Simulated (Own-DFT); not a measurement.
Simulation results for SiC (twinned 3C silicon carbide, strained, atoms displaced)

A calculation, not a measurement: plane-wave PBE density functional theory by an unreviewed code, no spin, of a simulated periodic cell, stress positive in tension, free energy of the whole cell less one offset for each atom, forces on such cells passed a denser k mesh, this cell's mesh not checked; offsets are fitted by least squares, one for each functional and potential file, so energies compare only between cells with the same atoms and settings and are not formation energies; the far tail of each file's local potential was reset to the Coulomb form; each entry is a single point on an unrelaxed cell, so the pressure reflects the starting lattice, mostly measured values (interpolated for alloys), from which strain is counted, and rises with the displacements; printed positions are rounded, which can move forces by about a meV/angstrom; the program, named Own-DFT, is a retired in-house code; no spin-orbit coupling. Program: Own-DFT development build.

Common to all runs: functional PBE; potential files PseudoDojo norm-conserving, scalar-relativistic, standard set; wave cutoff 42 hartree; occupations Fermi-Dirac; smearing width 0.1 eV; hardware one NVIDIA H100; k mesh 5 x 5 x 2 centred on Gamma.

(1) SiC (twinned 3C silicon carbide, strained, atoms displaced)

```
SiC
1.0
      4.3061    -4.2384     0.1330
     -0.0346     4.3369    -4.3586
      8.9609     8.5594     8.6720
Si C Si C Si C Si C Si C Si C Si C Si C Si C Si C Si C Si C Si C Si C Si C Si C Si C Si C Si C Si C Si C Si C Si C Si C
1 1 1 1 1 1 1 1 1 1 1 1 1 1 1 1 1 1 1 1 1 1 1 1 1 1 1 1 1 1 1 1 1 1 1 1 1 1 1 1 1 1 1 1 1 1 1 1
Direct
  0.98116 0.99523 0.43913
  0.98868 0.00299 0.06801
  0.16700 0.33791 0.10179
  0.16175 0.33350 0.23497
  0.33037 0.15348 0.27267
  0.33256 0.17544 0.39182
  0.99959 0.48585 0.44040
  0.99024 0.49877 0.06152
  0.16199 0.82807 0.10014
  0.15363 0.82338 0.23318
  0.33656 0.67386 0.26635
  0.34771 0.67013 0.38813
  0.50481 0.99432 0.43590
  0.50626 0.99109 0.06286
  0.67903 0.34235 0.10471
  0.66316 0.33350 0.22998
  0.81730 0.15747 0.26866
  0.82081 0.16298 0.39477
  0.49642 0.50758 0.43544
  0.52369 0.49907 0.06340
  0.66407 0.83589 0.10028
  0.65010 0.83087 0.22603
  0.82928 0.68363 0.26529
  0.84351 0.66931 0.38963
  0.99958 0.00721 0.93590
  0.01197 0.01802 0.56531
  0.83325 0.67836 0.60289
  0.83611 0.66224 0.73102
  0.65456 0.82774 0.77261
  0.66305 0.83776 0.89907
  0.99755 0.50173 0.93817
  0.99486 0.49306 0.56509
  0.82674 0.14750 0.60443
  0.82890 0.16369 0.73002
  0.66136 0.32683 0.77108
  0.65085 0.32101 0.89339
  0.50344 0.98473 0.93678
  0.50586 0.01059 0.55655
  0.33454 0.66471 0.61031
  0.34537 0.67240 0.73175
  0.17248 0.83349 0.77198
  0.17187 0.84445 0.89786
  0.49612 0.49782 0.93967
  0.48334 0.49605 0.55882
  0.32824 0.17257 0.60867
  0.34164 0.16930 0.72536
  0.15842 0.33673 0.77111
  0.17184 0.34040 0.89501
```

- free energy of cell above offsets: -2.815 eV
- pressure: 12.67 GPa
- stress xx: -12.09 GPa
- stress yy: -14.74 GPa
- stress zz: -11.18 GPa
- stress yz: -4.78 GPa
- stress xz: 8.38 GPa
- stress xy: 6.53 GPa
- wall time: 188.6 s

Force:
| element | x (eV/Å) | y (eV/Å) | z (eV/Å) |
| --- | --- | --- | --- |
| Si | 0.969 | -2.151 | -1.179 |
| C | 1.037 | -3.366 | -2.199 |
| Si | 1.705 | 0.862 | 1.291 |
| C | -1.095 | -1.994 | -1.023 |
| Si | -1.007 | 1.394 | -1.518 |
| C | 0.919 | 0.642 | 2.302 |
| Si | -0.42 | 0.256 | -2.55 |
| C | 2.123 | -2.529 | -1.465 |
| Si | 1.37 | 1.815 | 0.06 |
| C | 0.049 | -2.444 | -2.906 |
| Si | -1.865 | 1.619 | 3.162 |
| C | -0.216 | 2.147 | 1.118 |
| Si | -2.774 | 2.33 | 0.065 |
| C | -1.391 | 1.341 | -1.708 |
| Si | -1.472 | 0.866 | 3.726 |
| C | -0.18 | -0.604 | -1.061 |
| Si | 1.414 | 0.582 | -0.852 |
| C | 1.449 | -1.692 | -0.799 |
| Si | 0.021 | -2.008 | 0.184 |
| C | -2.601 | 1.858 | -0.871 |
| Si | 0.244 | 0.675 | 2.538 |
| C | 1.466 | -2 | -1.996 |
| Si | -0.432 | 0.417 | 3.35 |
| C | 0.491 | 1.687 | 1.413 |
| Si | 0.923 | 0.527 | 0.932 |
| C | -1.933 | -1.612 | 1.478 |
| Si | -0.307 | -0.909 | 1.471 |
| C | -0.393 | 0.672 | -0.73 |
| Si | 3.269 | -1.44 | -0.421 |
| C | -0.143 | -3.662 | 0.61 |
| Si | -1.296 | 0.082 | -0.383 |
| C | 0.462 | 0.53 | -0.228 |
| Si | -0.124 | 2.714 | -1.951 |
| C | -0.151 | -0.39 | 0.383 |
| Si | 0.399 | 0.05 | -0.765 |
| C | 1.645 | 0.03 | -0.108 |
| Si | -0.025 | 4.207 | -1.39 |
| C | 0.454 | 1.374 | 2.869 |
| Si | -2.073 | -0.414 | -2.283 |
| C | -2.279 | 0.756 | 0.818 |
| Si | -0.548 | 0.905 | -0.479 |
| C | -1.006 | -0.791 | 0.762 |
| Si | 0.817 | -1.009 | -0.126 |
| C | 2.327 | 0.299 | -0.087 |
| Si | 0.101 | -3.095 | -1.73 |
| C | 0.041 | 2.245 | 1.56 |
| Si | 0.666 | -1.463 | 0.499 |
| C | -0.632 | 0.687 | 0.22 |

(2) SiC (twinned 3C silicon carbide, strained, atoms displaced)

```
SiC
1.0
      4.3617    -4.3347    -0.0813
      0.0810     4.3344    -4.3744
      8.7331     8.8418     8.7598
Si C Si C Si C Si C Si C Si C Si C Si C Si C Si C Si C Si C Si C Si C Si C Si C Si C Si C Si C Si C Si C Si C Si C Si C
1 1 1 1 1 1 1 1 1 1 1 1 1 1 1 1 1 1 1 1 1 1 1 1 1 1 1 1 1 1 1 1 1 1 1 1 1 1 1 1 1 1 1 1 1 1 1 1
Direct
  0.99750 0.98672 0.44202
  0.01130 0.01295 0.05866
  0.17092 0.34285 0.10196
  0.15673 0.33114 0.23309
  0.34005 0.16571 0.27208
  0.32697 0.16350 0.39317
  0.99530 0.49290 0.44061
  0.01608 0.50831 0.06332
  0.16368 0.83466 0.10350
  0.16043 0.81858 0.23279
  0.35416 0.67753 0.27306
  0.33354 0.66459 0.39468
  0.49725 0.01093 0.44105
  0.50689 0.99564 0.06389
  0.68134 0.35028 0.10647
  0.66037 0.33931 0.22480
  0.85336 0.17426 0.26921
  0.83475 0.16765 0.39508
  0.48182 0.49833 0.44051
  0.51181 0.49045 0.05685
  0.65269 0.83187 0.10094
  0.67954 0.84076 0.23290
  0.83353 0.66805 0.26723
  0.81923 0.66246 0.39603
  0.99602 0.99991 0.93982
  0.00470 0.00661 0.55926
  0.82426 0.65529 0.60570
  0.83935 0.67413 0.72937
  0.67541 0.84102 0.77265
  0.66017 0.82349 0.89506
  0.99539 0.48975 0.93811
  0.99653 0.49940 0.55933
  0.81259 0.16307 0.60168
  0.82458 0.16460 0.72087
  0.66637 0.32543 0.77013
  0.66272 0.33053 0.89580
  0.49379 0.99014 0.93483
  0.49928 0.01413 0.55984
  0.32971 0.66894 0.60692
  0.33615 0.66879 0.72439
  0.17380 0.84499 0.76977
  0.15953 0.83760 0.89628
  0.48118 0.49533 0.93100
  0.49690 0.49430 0.55808
  0.32633 0.15743 0.59497
  0.33927 0.17566 0.73041
  0.17482 0.33554 0.77845
  0.15882 0.32497 0.89456
```

- free energy of cell above offsets: -4.030 eV
- pressure: 1.52 GPa
- stress xx: -1.23 GPa
- stress yy: -4.4 GPa
- stress zz: 1.06 GPa
- stress yz: 1.37 GPa
- stress xz: -6.99 GPa
- stress xy: 2.28 GPa
- wall time: 193.6 s

Force:
| element | x (eV/Å) | y (eV/Å) | z (eV/Å) |
| --- | --- | --- | --- |
| Si | -2.441 | -0.969 | -2.189 |
| C | -0.182 | 1.503 | 1.481 |
| Si | 1.791 | -0.93 | 1.797 |
| C | 2.035 | -2.966 | -2.744 |
| Si | -1.55 | 0.13 | -0.077 |
| C | 0.863 | 1.077 | 0.56 |
| Si | -1.631 | -0.934 | -2.107 |
| C | -1.687 | 0.788 | -0.516 |
| Si | 1.554 | -0.002 | -0.167 |
| C | 0.306 | -0.501 | -2.339 |
| Si | -1.546 | 0.312 | 1 |
| C | 0.079 | 2.225 | -0.241 |
| Si | -1.172 | -3.152 | -0.863 |
| C | -1.931 | 1.98 | -2.117 |
| Si | -1.159 | -2.196 | 0.995 |
| C | 1.591 | -0.119 | 1.176 |
| Si | -1.837 | 2.821 | 1.604 |
| C | 0.1 | 0.347 | 0.655 |
| Si | 0.153 | -2.943 | -1.22 |
| C | -1.06 | 2.704 | -1.139 |
| Si | 2.906 | -2.097 | 1.551 |
| C | -1.951 | -0.363 | -1.524 |
| Si | 1.418 | 0.562 | 1.942 |
| C | 0.373 | -0.734 | 0.416 |
| Si | -0.815 | -0.838 | 0.158 |
| C | -0.421 | 1.557 | 2.416 |
| Si | 0.011 | -0.074 | -1.574 |
| C | -0.165 | -0.281 | 0.77 |
| Si | -1.713 | -0.766 | -0.671 |
| C | 0.213 | 0.327 | -0.831 |
| Si | -0.373 | 1.448 | -1.284 |
| C | 1.451 | 1.085 | 1.352 |
| Si | 2.074 | -1.965 | -1.294 |
| C | 2.625 | 0.838 | 1.605 |
| Si | 0.29 | 0.633 | -1.133 |
| C | -0.276 | -0.614 | 0.199 |
| Si | 0.66 | 1.458 | -0.164 |
| C | -0.069 | -1.129 | 2.63 |
| Si | -1.475 | -1.858 | -0.74 |
| C | 1.94 | 1.809 | 1.747 |
| Si | -0.372 | -0.277 | 0.475 |
| C | 0.007 | -1.493 | 0.703 |
| Si | 2.848 | -0.979 | 1.059 |
| C | 1.233 | 2.171 | 1.056 |
| Si | 1.584 | 3.668 | -0.126 |
| C | -0.896 | -0.616 | -0.011 |
| Si | -3.591 | -1.957 | -2.895 |
| C | 0.208 | 1.308 | 0.618 |

(3) SiC (twinned 3C silicon carbide, strained, atoms displaced)

```
SiC
1.0
      4.2181    -4.3038    -0.0350
      0.0825     4.3513    -4.4113
      8.6311     8.8725     8.8275
Si C Si C Si C Si C Si C Si C Si C Si C Si C Si C Si C Si C Si C Si C Si C Si C Si C Si C Si C Si C Si C Si C Si C Si C
1 1 1 1 1 1 1 1 1 1 1 1 1 1 1 1 1 1 1 1 1 1 1 1 1 1 1 1 1 1 1 1 1 1 1 1 1 1 1 1 1 1 1 1 1 1 1 1
Direct
  0.00716 0.99151 0.43984
  0.98786 0.99663 0.06631
  0.16763 0.33927 0.09801
  0.16861 0.33328 0.22818
  0.32204 0.16537 0.26835
  0.34331 0.17255 0.39621
  0.98089 0.49286 0.43667
  0.00788 0.49482 0.05917
  0.17819 0.84275 0.10291
  0.17191 0.83770 0.23218
  0.32671 0.66231 0.26483
  0.33135 0.66048 0.39824
  0.49910 0.99323 0.44188
  0.51541 0.99640 0.05776
  0.66928 0.33404 0.09688
  0.67141 0.34239 0.22624
  0.83550 0.15128 0.27435
  0.83585 0.17523 0.39919
  0.49134 0.48791 0.43770
  0.51593 0.49973 0.06156
  0.66031 0.83418 0.10532
  0.64486 0.82723 0.23306
  0.82545 0.67074 0.26971
  0.82540 0.66176 0.39575
  0.99535 0.99569 0.93413
  0.97969 0.98886 0.56192
  0.82582 0.67158 0.60260
  0.83715 0.66500 0.72733
  0.67602 0.83362 0.77540
  0.66615 0.83074 0.90027
  0.99204 0.49388 0.94077
  0.01814 0.51271 0.56865
  0.83833 0.17754 0.60601
  0.83346 0.16925 0.73058
  0.67664 0.34883 0.76992
  0.66184 0.32302 0.89544
  0.49723 0.00021 0.94200
  0.49421 0.00726 0.55929
  0.33825 0.66895 0.60406
  0.33863 0.66455 0.72903
  0.17941 0.85039 0.77312
  0.16170 0.83076 0.89355
  0.49575 0.50124 0.93865
  0.49696 0.49993 0.56365
  0.32049 0.14988 0.59975
  0.33002 0.15762 0.72922
  0.16494 0.35819 0.77170
  0.15313 0.31629 0.89827
```

* free energy of cell above offsets: -4.074 eV
* pressure: 5.61 GPa
* stress xx: -11.62 GPa
* stress yy: -4.96 GPa
* stress zz: -0.25 GPa
* stress yz: 1.84 GPa
* stress xz: -2.36 GPa
* stress xy: 6.75 GPa
* wall time: 190.6 s

Force:
| element | x (eV/Å) | y (eV/Å) | z (eV/Å) |
| --- | --- | --- | --- |
| Si | -1.21 | 0.84 | -1.179 |
| C | 0.845 | -1.711 | -1.328 |
| Si | 1.864 | -1.024 | 2.645 |
| C | -1.61 | 0.199 | -0.558 |
| Si | 2.726 | -1.197 | -0.109 |
| C | -1.425 | -0.531 | 1.194 |
| Si | 2.995 | -0.761 | -0.338 |
| C | 0.206 | 2.688 | -1.229 |
| Si | -0.6 | 0.596 | 0.904 |
| C | -2.085 | 0.083 | -0.912 |
| Si | 0.937 | 2.344 | 3.002 |
| C | -1.265 | 0.232 | -0.799 |
| Si | -1.36 | -1.707 | -1.336 |
| C | -0.4 | 3.689 | 0.32 |
| Si | 2.558 | 0.153 | 2.186 |
| C | -0.456 | -0.703 | 1.032 |
| Si | -0.772 | 2.159 | -2.134 |
| C | -0.73 | -1.766 | 1.55 |
| Si | 0.584 | 1.105 | -0.916 |
| C | -1.786 | 2.236 | -0.88 |
| Si | 1.412 | -1.389 | 1.573 |
| C | 1.031 | -2.376 | -2.137 |
| Si | 0.386 | -1.094 | 1.145 |
| C | -0.161 | 0.313 | -0.88 |
| Si | 1.371 | 0.587 | 1.217 |
| C | 0.939 | -0.034 | -0.732 |
| Si | 1.198 | -0.91 | 1.437 |
| C | 0.855 | 1.104 | -0.632 |
| Si | -0.879 | -0.064 | -0.793 |
| C | -1.698 | -0.078 | -0.182 |
| Si | -0.735 | -1.496 | -1.608 |
| C | -3.91 | 0.446 | 0.215 |
| Si | -0.504 | 0.265 | 0.046 |
| C | -0.238 | -0.044 | 0.171 |
| Si | -1.379 | -0.313 | 1.663 |
| C | 0.079 | 1.152 | -0.55 |
| Si | -1.9 | -2.215 | -1.648 |
| C | 1.878 | -0.571 | 1.894 |
| Si | 1.423 | 0.216 | -0.61 |
| C | 0.896 | 1.265 | -1.483 |
| Si | -1.452 | -1.517 | 0.768 |
| C | 1.093 | 0.355 | 1.347 |
| Si | -0.272 | -1.193 | 0.173 |
| C | -0.944 | -0.951 | 0.841 |
| Si | 1.447 | 2.6 | -0.41 |
| C | 0.295 | 1.048 | -2.321 |
| Si | 0.143 | -2.564 | 2.648 |
| C | 0.611 | 0.535 | -2.268 |

(4) SiC (twinned 3C silicon carbide, strained, atoms displaced)

```
SiC
1.0
      4.3492    -4.4383     0.0698
      0.0018     4.5100    -4.4285
      8.6907     8.7291     8.5625
Si C Si C Si C Si C Si C Si C Si C Si C Si C Si C Si C Si C Si C Si C Si C Si C Si C Si C Si C Si C Si C Si C Si C Si C
1 1 1 1 1 1 1 1 1 1 1 1 1 1 1 1 1 1 1 1 1 1 1 1 1 1 1 1 1 1 1 1 1 1 1 1 1 1 1 1 1 1 1 1 1 1 1 1
Direct
  0.01680 0.00748 0.43726
  0.00007 0.01467 0.06099
  0.17125 0.33952 0.10043
  0.18927 0.33878 0.23115
  0.33406 0.15770 0.26826
  0.32797 0.15323 0.39338
  0.98353 0.49671 0.43810
  0.96711 0.47925 0.06490
  0.15957 0.81923 0.09828
  0.16420 0.81988 0.23170
  0.33205 0.66779 0.26981
  0.34090 0.68319 0.39000
  0.52136 0.01472 0.44193
  0.51449 0.99405 0.06434
  0.65912 0.34219 0.11045
  0.66256 0.32350 0.23043
  0.83510 0.18302 0.27256
  0.84662 0.18546 0.39630
  0.50652 0.50527 0.44180
  0.52318 0.50964 0.05802
  0.66166 0.83575 0.10364
  0.67626 0.85388 0.22915
  0.83845 0.68412 0.26946
  0.85689 0.66919 0.39403
  0.99712 0.00605 0.93214
  0.00085 0.00618 0.56307
  0.81547 0.65978 0.60324
  0.82561 0.66890 0.73050
  0.66382 0.82709 0.77068
  0.67574 0.83844 0.89624
  0.01161 0.51825 0.93674
  0.99525 0.49457 0.56592
  0.84014 0.17303 0.60141
  0.82023 0.14906 0.72893
  0.65452 0.33010 0.76752
  0.67987 0.34198 0.89692
  0.50913 0.00843 0.94065
  0.49788 0.99779 0.56373
  0.33218 0.68018 0.60491
  0.33139 0.67744 0.73029
  0.16276 0.84939 0.77182
  0.15938 0.83757 0.89290
  0.48007 0.49431 0.93479
  0.50351 0.50462 0.56738
  0.32658 0.17725 0.60441
  0.32441 0.16727 0.73295
  0.17063 0.33046 0.77499
  0.16860 0.33206 0.89298
```

* free energy of cell above offsets: -3.420 eV
* pressure: 2.27 GPa
* stress xx: -5.85 GPa
* stress yy: 3.58 GPa
* stress zz: -4.54 GPa
* stress yz: -6.68 GPa
* stress xz: -1.14 GPa
* stress xy: -0.35 GPa
* wall time: 196.1 s

Force:
| element | x (eV/Å) | y (eV/Å) | z (eV/Å) |
| --- | --- | --- | --- |
| Si | -1.364 | 0.717 | 0.605 |
| C | 0.261 | -1.686 | 0.742 |
| Si | 0.698 | 0.674 | 0.831 |
| C | -1.992 | 0.699 | -0.529 |
| Si | 0.085 | 0.698 | 0.618 |
| C | 2.76 | 0.234 | -1.34 |
| Si | 3.386 | -1.791 | -0.883 |
| C | 2.831 | -2.296 | -2.721 |
| Si | 1.006 | 1.552 | -0.225 |
| C | -1.133 | -0.348 | -2.269 |
| Si | 0.876 | -1.152 | -0.049 |
| C | 2.129 | 1.075 | 2.68 |
| Si | -3.218 | -0.68 | 0.111 |
| C | -2.43 | 2.761 | -0.927 |
| Si | -1.644 | -1.96 | 1.109 |
| C | 0.728 | 1.574 | -1.542 |
| Si | 0.74 | -2.235 | 0.221 |
| C | -0.132 | -0.899 | 1.475 |
| Si | -1.966 | -1.021 | -1.466 |
| C | -1.459 | 2.597 | 0.826 |
| Si | 1.928 | -1.491 | 0.305 |
| C | -0.231 | -0.328 | 0.916 |
| Si | -0.651 | -0.276 | 1.28 |
| C | -1.931 | 3.484 | -0.478 |
| Si | 1.598 | 0.413 | 1.705 |
| C | -0.723 | -0.426 | 0.399 |
| Si | 3.72 | -0.565 | -0.688 |
| C | -0.297 | -1.018 | -0.018 |
| Si | -0.35 | 0.999 | -0.285 |
| C | -2.337 | 0.821 | 0.568 |
| Si | -1.4 | 0.098 | 1.57 |
| C | -0.488 | 0.629 | -1.772 |
| Si | 0.101 | 0.838 | 2.137 |
| C | 1.079 | 0.476 | -1.853 |
| Si | 2.488 | -0.635 | 0.704 |
| C | -1.839 | 0.355 | -0.028 |
| Si | -0.658 | -0.83 | -0.857 |
| C | 0.587 | 1.226 | -1.207 |
| Si | -0.005 | -0.327 | 1.497 |
| C | -0.442 | -0.047 | 0.984 |
| Si | -0.848 | -2.165 | 1.493 |
| C | 2.277 | 0.515 | 0.05 |
| Si | 3.806 | -2.111 | -1.079 |
| C | -2.646 | 0.852 | -0.339 |
| Si | 0.688 | -1.062 | 1.371 |
| C | -0.568 | -0.585 | -1.477 |
| Si | -3.018 | 0.357 | -2.574 |
| C | -0.005 | 2.291 | 0.41 |

(5) SiC (twinned 3C silicon carbide, strained, atoms displaced)

```
SiC
1.0
      4.4249    -4.3676    -0.0628
      0.0297     4.3344    -4.3988
      8.8508     8.8618     8.9309
Si C Si C Si C Si C Si C Si C Si C Si C Si C Si C Si C Si C Si C Si C Si C Si C Si C Si C Si C Si C Si C Si C Si C Si C
1 1 1 1 1 1 1 1 1 1 1 1 1 1 1 1 1 1 1 1 1 1 1 1 1 1 1 1 1 1 1 1 1 1 1 1 1 1 1 1 1 1 1 1 1 1 1 1
Direct
  0.01371 0.01492 0.43671
  0.00017 0.98676 0.06047
  0.18348 0.34227 0.10558
  0.15959 0.31888 0.22205
  0.34923 0.18293 0.26934
  0.32222 0.16947 0.40099
  0.99202 0.48273 0.43630
  0.01733 0.49913 0.06467
  0.14096 0.81700 0.10557
  0.16317 0.84282 0.22489
  0.31845 0.64808 0.27276
  0.32744 0.65528 0.39558
  0.51084 0.00260 0.43586
  0.48768 0.99932 0.05833
  0.66324 0.33578 0.10394
  0.68231 0.34089 0.23240
  0.82619 0.15727 0.27322
  0.82790 0.17836 0.39746
  0.50172 0.49900 0.44072
  0.48655 0.49509 0.06470
  0.66269 0.81732 0.10165
  0.66511 0.84018 0.23063
  0.83615 0.66808 0.26831
  0.83164 0.67359 0.39761
  0.00586 0.00238 0.93664
  0.00271 0.99220 0.56713
  0.83818 0.66896 0.60316
  0.83663 0.66847 0.72858
  0.66072 0.83318 0.77048
  0.65769 0.82640 0.90170
  0.99762 0.48487 0.93508
  0.00723 0.49484 0.56340
  0.85356 0.18224 0.60495
  0.81546 0.14932 0.72660
  0.66751 0.33824 0.77266
  0.67069 0.34044 0.89501
  0.48295 0.00034 0.93293
  0.51179 0.00614 0.56133
  0.33671 0.67648 0.60371
  0.32563 0.66059 0.73196
  0.16185 0.82545 0.77557
  0.17070 0.84190 0.90020
  0.49235 0.50174 0.93460
  0.50360 0.49842 0.55595
  0.31464 0.17489 0.60578
  0.33282 0.15992 0.72774
  0.16666 0.33281 0.76998
  0.15501 0.32613 0.89665
```

- free energy of cell above offsets: -3.960 eV
- pressure: -3.24 GPa
- stress xx: 4.67 GPa
- stress yy: 0.67 GPa
- stress zz: 4.36 GPa
- stress yz: 3.54 GPa
- stress xz: -0.83 GPa
- stress xy: 0.88 GPa
- wall time: 173.3 s

Force:
| element | x (eV/Å) | y (eV/Å) | z (eV/Å) |
| --- | --- | --- | --- |
| Si | -1.51 | 0.982 | 2.548 |
| C | -0.74 | 1.739 | -0.974 |
| Si | -3.008 | -0.225 | 1.813 |
| C | 2.122 | 2.17 | 0.987 |
| Si | -0.95 | 0.18 | 1.573 |
| C | 0.966 | -3.018 | -1.786 |
| Si | 1.96 | 2.526 | -2.68 |
| C | -2.782 | 0.649 | 0.136 |
| Si | 2.138 | -1.93 | -1.871 |
| C | 1.543 | 0.14 | 1.806 |
| Si | -0.088 | -0.186 | -1.968 |
| C | 0.087 | 0.404 | -0.429 |
| Si | -1.337 | 1.767 | 1.569 |
| C | 0.999 | 0.221 | 0.726 |
| Si | 0.213 | -1.671 | 1.028 |
| C | -1.591 | 0.051 | -0.213 |
| Si | 0.424 | -0.781 | -1.226 |
| C | -0.649 | -2.92 | 1.202 |
| Si | -1.142 | -1.063 | -1.729 |
| C | 1.026 | -2.326 | -1.153 |
| Si | 0.383 | 2.355 | -2.25 |
| C | -1.273 | -1.003 | 1.366 |
| Si | 1.099 | 1.536 | -0.259 |
| C | 0.175 | -0.862 | 0.003 |
| Si | -0.837 | 1.542 | 1.631 |
| C | -1.313 | 0.235 | -1.781 |
| Si | -0.463 | -0.217 | 1.119 |
| C | -0.276 | 0.325 | 0.481 |
| Si | 0.374 | -0.26 | 1.121 |
| C | -0.608 | -0.802 | -2.323 |
| Si | 1.06 | 3.049 | -0.489 |
| C | 0.016 | 0.496 | -1.325 |
| Si | -2.241 | 0.199 | 2.144 |
| C | 2.129 | 0.896 | -1.203 |
| Si | -1.042 | -1.011 | -0.323 |
| C | -0.715 | 0.181 | 0.507 |
| Si | 3.608 | -0.199 | 0.645 |
| C | -0.082 | 0.801 | -0.002 |
| Si | 0.429 | -0.726 | -0.258 |
| C | 0.034 | -0.648 | -0.56 |
| Si | -0.481 | 0.045 | -1.329 |
| C | -2.918 | -1.667 | 0.547 |
| Si | 0.801 | 0.215 | 1.121 |
| C | 2.023 | 2.829 | 1.782 |
| Si | 2.221 | -3.17 | -0.1 |
| C | 0.594 | 1.292 | 0.154 |
| Si | -0.855 | -0.196 | 1.046 |
| C | 0.476 | -1.944 | -0.826 |
